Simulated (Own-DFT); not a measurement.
Simulation results for Hf36O71 (tetragonal hafnia with one neutral oxygen vacancy, atoms displaced)

A calculation, not a measurement: plane-wave PBE and HSE06 DFT by an unreviewed code, no spin, of a simulated cell at Gamma alone, so results move with cell size and shape, stress positive in tension, energies less offsets, not probed for a lower state with spin; hafnium file: forces about 75 meV/angstrom off all-electron values; oxygen file: force components 24 meV/angstrom off all-electron in a glass; k mesh not checked against a denser one; forces and stress are PBE's, HSE06 gives the energy alone, and its difference from PBE has offsets of its own; offsets are fitted by least squares, one for each functional and potential file, so energies compare only between cells with the same atoms and settings and are not formation energies; the far tail of each file's local potential was reset to the Coulomb form; each entry is a single point on an unrelaxed cell, so the pressure reflects the starting lattice, taken from the Materials Project, from which strain is counted, and rises with the displacements; printed positions are rounded, which can move forces by about a meV/angstrom; the program is a retired in-house code; no spin-orbit coupling. Program: Own-DFT development build.

```json
{"formula": "Hf36O71", "kind": "tetragonal hafnia with one neutral oxygen vacancy, atoms displaced", "structure": {"cell_angstrom": [[10.78, 0.0, 0.0], [0.0, 10.78, 0.0], [0.0, 0.0, 10.4493]], "atoms_fractional": [["Hf", 0.99792, 0.00048, 0.9982], ["Hf", 0.16013, 0.16497, 0.24964], ["O", 0.99237, 0.16961, 0.15827], ["O", 0.16968, 0.99425, 0.34009], ["O", 0.99856, 0.16537, 0.39158], ["O", 0.16252, 0.00202, 0.09268], ["Hf", 0.99303, 0.00327, 0.50139], ["Hf", 0.17081, 0.16295, 0.75361], ["O", 0.00564, 0.161, 0.65409], ["O", 0.16454, 0.98565, 0.85222], ["O", 0.99857, 0.17491, 0.8967], ["O", 0.16006, 0.00417, 0.6102], ["Hf", 0.0074, 0.33159, 0.00782], ["Hf", 0.17072, 0.49043, 0.25696], ["O", 0.99936, 0.4891, 0.15196], ["O", 0.16673, 0.33011, 0.34951], ["O", 0.00362, 0.50173, 0.41628], ["O", 0.16092, 0.34002, 0.09745], ["Hf", 0.00924, 0.32427, 0.4885], ["Hf", 0.15688, 0.49107, 0.75946], ["O", 0.98758, 0.51124, 0.65891], ["O", 0.17028, 0.34621, 0.83639], ["O", 0.00808, 0.4929, 0.91611], ["O", 0.17715, 0.33098, 0.59575], ["Hf", 0.99862, 0.66224, 0.99767], ["Hf", 0.17142, 0.84427, 0.25572], ["O", 0.00416, 0.83653, 0.15649], ["O", 0.16699, 0.67039, 0.3517], ["O", 0.9984, 0.84213, 0.39459], ["O", 0.16526, 0.66659, 0.09355], ["Hf", 0.00687, 0.65141, 0.51695], ["Hf", 0.17023, 0.84172, 0.74625], ["O", 0.01083, 0.83968, 0.64929], ["O", 0.16195, 0.66915, 0.84989], ["O", 0.00724, 0.83957, 0.90609], ["O", 0.16864, 0.67192, 0.59008], ["Hf", 0.33614, 0.99057, 0.99125], ["Hf", 0.49239, 0.15381, 0.24491], ["O", 0.33647, 0.17032, 0.15594], ["O", 0.50055, 0.98565, 0.34141], ["O", 0.33251, 0.1683, 0.41857], ["O", 0.50296, 0.9925, 0.09205], ["Hf", 0.31751, 0.00358, 0.49151], ["Hf", 0.49849, 0.15874, 0.74803], ["O", 0.34539, 0.17061, 0.64157], ["O", 0.49522, 0.99941, 0.83865], ["O", 0.33237, 0.18511, 0.91322], ["O", 0.49662, 0.00257, 0.59399], ["Hf", 0.34276, 0.33, 0.01362], ["Hf", 0.497, 0.50848, 0.2538], ["O", 0.33569, 0.49722, 0.15501], ["O", 0.51055, 0.33226, 0.33018], ["O", 0.34026, 0.49518, 0.40511], ["O", 0.49649, 0.31708, 0.09835], ["Hf", 0.3437, 0.32794, 0.50638], ["Hf", 0.48504, 0.49873, 0.75375], ["O", 0.3326, 0.49442, 0.63107], ["O", 0.5032, 0.32343, 0.8486], ["O", 0.33223, 0.49619, 0.90018], ["O", 0.49674, 0.33603, 0.61253], ["Hf", 0.33981, 0.66792, 0.98921], ["Hf", 0.49215, 0.83475, 0.2412], ["O", 0.32227, 0.82817, 0.13712], ["O", 0.5075, 0.67621, 0.34365], ["O", 0.3358, 0.84498, 0.40146], ["O", 0.50343, 0.6727, 0.09317], ["Hf", 0.33648, 0.67479, 0.5114], ["Hf", 0.51622, 0.8316, 0.75104], ["O", 0.32994, 0.82883, 0.66646], ["O", 0.49858, 0.65194, 0.85045], ["O", 0.33346, 0.83065, 0.89489], ["O", 0.50974, 0.66328, 0.59868], ["Hf", 0.66392, 0.01172, 0.98503], ["Hf", 0.82635, 0.16989, 0.23108], ["O", 0.65034, 0.17497, 0.15485], ["O", 0.8321, 0.01419, 0.36123], ["O", 0.65202, 0.16014, 0.4009], ["O", 0.82251, 0.99592, 0.09162], ["Hf", 0.66595, 0.00712, 0.49816], ["Hf", 0.8326, 0.16558, 0.74464], ["O", 0.66816, 0.17028, 0.64777], ["O", 0.81996, 0.00546, 0.83113], ["O", 0.6721, 0.16321, 0.90066], ["O", 0.82876, 0.00769, 0.60639], ["Hf", 0.6622, 0.33781, 0.00263], ["Hf", 0.83261, 0.50026, 0.26427], ["O", 0.67256, 0.49673, 0.15574], ["O", 0.82393, 0.33354, 0.34598], ["O", 0.66984, 0.50744, 0.39853], ["O", 0.83551, 0.33011, 0.09861], ["Hf", 0.66109, 0.33481, 0.505], ["Hf", 0.82906, 0.4884, 0.74282], ["O", 0.65546, 0.49418, 0.65493], ["O", 0.83846, 0.31201, 0.84548], ["O", 0.68955, 0.49898, 0.91344], ["O", 0.83922, 0.33899, 0.60543], ["Hf", 0.67047, 0.6785, 0.00195], ["Hf", 0.82344, 0.83832, 0.24125], ["O", 0.67138, 0.82311, 0.15956], ["O", 0.83745, 0.65672, 0.34139], ["O", 0.66652, 0.83893, 0.40716], ["O", 0.83322, 0.65616, 0.10029], ["Hf", 0.66761, 0.6713, 0.49746], ["Hf", 0.83058, 0.831, 0.73886], ["O", 0.66561, 0.83059, 0.65451], ["O", 0.84765, 0.65904, 0.84862], ["O", 0.83634, 0.67703, 0.58352]]}, "settings": {"first_functional": "PBE", "second_functional": "HSE06", "exact_exchange_share": 0.25, "screening [1/bohr]": 0.11, "exchange_divergence": "Gygi-Baldereschi", "potential_files": "PseudoDojo norm-conserving, scalar-relativistic, made for PBE, standard set", "wave_cutoff [hartree]": 48.0, "occupations": "fixed", "k_mesh": "1 x 1 x 1 centred on Gamma"}, "results": {"PBE_stress_xx [GPa]": null}}
```

**Q.** Estimate the PBE stress xx of Hf36O71 (tetragonal hafnia with one neutral oxygen vacancy, atoms displaced).
**A.** -4.36 GPa

**Q.** Give the table of force values for Hf36O71 (tetragonal hafnia with one neutral oxygen vacancy, atoms displaced).
**A.** 
Force:
```tsv
element	x (eV/Å)	y (eV/Å)	z (eV/Å)
Hf	0.386	-0.95	-0.125
Hf	0.034	0.101	-0.828
O	1.976	-0.663	-1.423
O	0.501	5.117	2.63
O	1.227	0.129	0.659
O	1.047	1.089	0.347
Hf	-1.388	-2.064	-0.349
Hf	-0.628	0.643	-0.533
O	0.035	0.834	-0.668
O	1.167	4.641	0.891
O	1.803	-2.393	0.669
O	1.879	0.515	-1.477
Hf	-3.16	0.747	-0.708
Hf	-0.584	3.604	-1.457
O	0.334	0.375	1.954
O	-0.391	-0.988	0.037
O	0.296	-2.77	-1.417
O	3.104	-1.255	1.359
Hf	-0.56	0.386	1.728
Hf	0.607	5.752	-2.561
O	2.691	-0.007	-0.103
O	-0.117	-6.506	2.545
O	-0.06	-0.01	-1.868
O	-2.35	-0.325	-0.06
Hf	1.205	0.864	1.028
Hf	-2.702	-6.244	-2.326
O	-1.358	0.626	-0.593
O	0.656	-0.644	-0.53
O	0.028	0.116	1.648
O	0.634	-0.807	-0.291
Hf	-0.358	3.5	-2.835
Hf	-1.816	-3.429	0.848
O	-2.51	-0.213	0.013
O	0.352	-0.55	-1.009
O	-1.522	-0.232	-0.142
O	1.367	-0.23	1.736
Hf	-1.374	0.154	0.852
Hf	1.932	1.385	2.246
O	-2.897	-0.565	0.082
O	-0.436	2.218	-0.003
O	-0.163	-1.123	-3.496
O	-0.648	0.075	-0.346
Hf	1.749	-0.273	2.824
Hf	0.967	2.333	-1.525
O	-2.134	-0.894	2.51
O	0.092	-0.643	1.651
O	-0.929	-4.969	-2.376
O	-0.09	-0.65	-0.054
Hf	-1.626	2.816	-0.433
Hf	1.196	-0.948	0.17
O	0.05	-0.007	-0.184
O	-0.505	-0.053	1.878
O	0.21	0.98	-0.993
O	1.511	1.28	-0.162
Hf	-0.238	2.611	-0.003
Hf	0.01	-2.43	-1.699
O	-0.121	1.533	3
O	0.489	1.561	0.613
O	0.43	-0.087	-0.135
O	1.294	-0.437	-1.569
Hf	-2.733	-0.535	1.337
Hf	0.222	-1.133	-0.219
O	1.904	1.141	0.608
O	-0.731	-0.379	0.487
O	-0.271	-2.068	-0.255
O	-0.315	-0.215	0.083
Hf	-0.532	-1.3	-1.413
Hf	-3.289	-1.004	0.007
O	2.778	-0.33	-2.488
O	0.853	2.826	0.223
O	0.97	0.433	0.556
O	-1.59	0.742	0.554
Hf	0.508	-2.343	0.96
Hf	-1.642	0.686	2.655
O	2.478	-1.092	-1.39
O	-0.407	-0.714	-1.866
O	-0.212	1.63	0.208
O	0.396	0.633	0.293
Hf	0.075	-0.278	-0.057
Hf	0.69	0.299	-0.995
O	-1.079	0.25	0.028
O	0.065	-2.797	2.347
O	-0.91	1.887	-0.482
O	0.613	-1.256	-1.631
Hf	1.204	0.321	0.282
Hf	-0.001	-0.726	-3.392
O	-2.043	-0.41	-0.032
O	0.482	-1.87	1.259
O	-0.739	-0.941	1.503
O	-0.849	-1.068	-0.563
Hf	0.513	0.001	-0.832
Hf	-2.298	-0.904	2.646
O	1.574	0.039	0.104
O	-0.754	4.316	0.738
O	-0.76	0.495	-0.547
O	-0.245	-0.354	-1.893
Hf	1.159	-2.127	0.127
Hf	4.994	-0.639	3.485
O	-3.152	-0.184	-2.158
O	-0.257	3.737	1.132
O	0.892	-0.508	-0.26
O	-0.181	1.411	-0.764
Hf	0.528	-0.261	-1.336
Hf	2.748	-0.254	1.115
O	1.086	0.116	-0.345
O	-0.855	1.703	-1.363
O	-1.484	0.389	1.913
```

Further results for Hf36O71 (tetragonal hafnia with one neutral oxygen vacancy, atoms displaced):

```
PBE energy of cell above offsets : -88.854 eV
HSE06 less PBE above offsets     : 0.482 eV
PBE pressure                     : 5.45 GPa
PBE stress yy                    : -6.12 GPa
PBE stress zz                    : -5.87 GPa
PBE stress yz                    : -0.7 GPa
PBE stress xz                    : -1.08 GPa
PBE stress xy                    : -0.09 GPa
```
